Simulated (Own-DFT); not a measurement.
# Response to strain: wurtzite GaN, 96 atoms (Ga48N48)

These are calculations, not measurements. They come from Own-DFT, an in-house plane-wave density functional program, since retired, whose code no person has reviewed. Each row is one single-point run on a periodic cell that was not relaxed, without spin or spin-orbit coupling.

Settings of every run: PBE; PseudoDojo norm-conserving scalar-relativistic files (stringent for Ga); cutoff 96 hartree; 3 x 4 x 3 k mesh centred on Gamma; Gaussian smearing of 0.01 eV.

Known limits: forces on such cells passed a denser k mesh, each cell not checked; stress not checked against mesh or cutoff.

Unstrained cell vectors in Å: (12.756, 0.000, 0.000); (-4.784, 8.285, 0.000); (0.000, 0.000, 10.370). The unstrained cell has measured lattice constants (interpolated for alloys), not those of this functional. That, the random moves and any unrelaxed bonds set the pressure at no strain. Each run strains this cell uniformly, with the atoms carried along. Every atom was also moved at random, by a Gaussian of width 0.05 Å on each axis. Strain is the symmetric tensor, in per cent. Stress is positive in tension, and the pressure is minus a third of its trace.

| run | e_xx (%) | e_yy (%) | e_zz (%) | s_xx (GPa) | s_yy (GPa) | s_zz (GPa) | P (GPa) | E (meV/atom) |
|---|---|---|---|---|---|---|---|---|
| 1 | 0.00 | 0.00 | 1.75 | -4.17 | -6.56 | -0.37 | 3.70 | 0.0 |
| 2 | 0.00 | 0.00 | -0.25 | -7.42 | -6.01 | -10.04 | 7.82 | 14.6 |
| 3 | 0.00 | 0.00 | 2.75 | -5.40 | -4.57 | 3.60 | 2.12 | 3.3 |
| 4 | 0.00 | 0.00 | -0.25 | -7.01 | -4.98 | -9.91 | 7.30 | 2.3 |
| 5 | 0.00 | 0.00 | -0.50 | -8.17 | -8.30 | -8.71 | 8.39 | 17.4 |
| 6 | 0.00 | 0.00 | 0.75 | -6.50 | -5.93 | -4.75 | 5.72 | 6.9 |
| 7 | 0.00 | 0.00 | 2.75 | -4.71 | -4.99 | 3.82 | 1.96 | 5.3 |
| 8 | 0.00 | 0.00 | 0.75 | -6.02 | -6.78 | -4.39 | 5.73 | 6.2 |
| 9 | 0.00 | 0.00 | -0.50 | -7.94 | -6.82 | -9.34 | 8.03 | 13.0 |
| 10 | 0.00 | 0.00 | 1.75 | -6.16 | -5.74 | -0.14 | 4.01 | 10.1 |
| 11 | 0.00 | 0.00 | -1.25 | -7.32 | -6.97 | -14.94 | 9.74 | 18.6 |
| 12 | 0.00 | 0.00 | -1.25 | -7.96 | -6.52 | -14.57 | 9.69 | 17.3 |
| 13 | 0.00 | 0.00 | 1.50 | ? | ? | ? | ? | ? |

E is the free energy for each atom above the lowest run shown.

## Worked fit

The change of volume is close to e_xx + e_yy + e_zz. A straight line through the runs shown gives P = 7.22 - 191 x (fractional change of volume) GPa, with an error of 4 on the slope and a scatter of 0.19 GPa. The strain isn't the same on all axes and the cell isn't cubic, so the slope belongs to this path and is not the bulk modulus.

## Withheld run

Question: what pressure should run 13 give? Its volume changes by 1.50 %.

The line gives 4.4 GPa. The calculation gave 4.28 GPa.
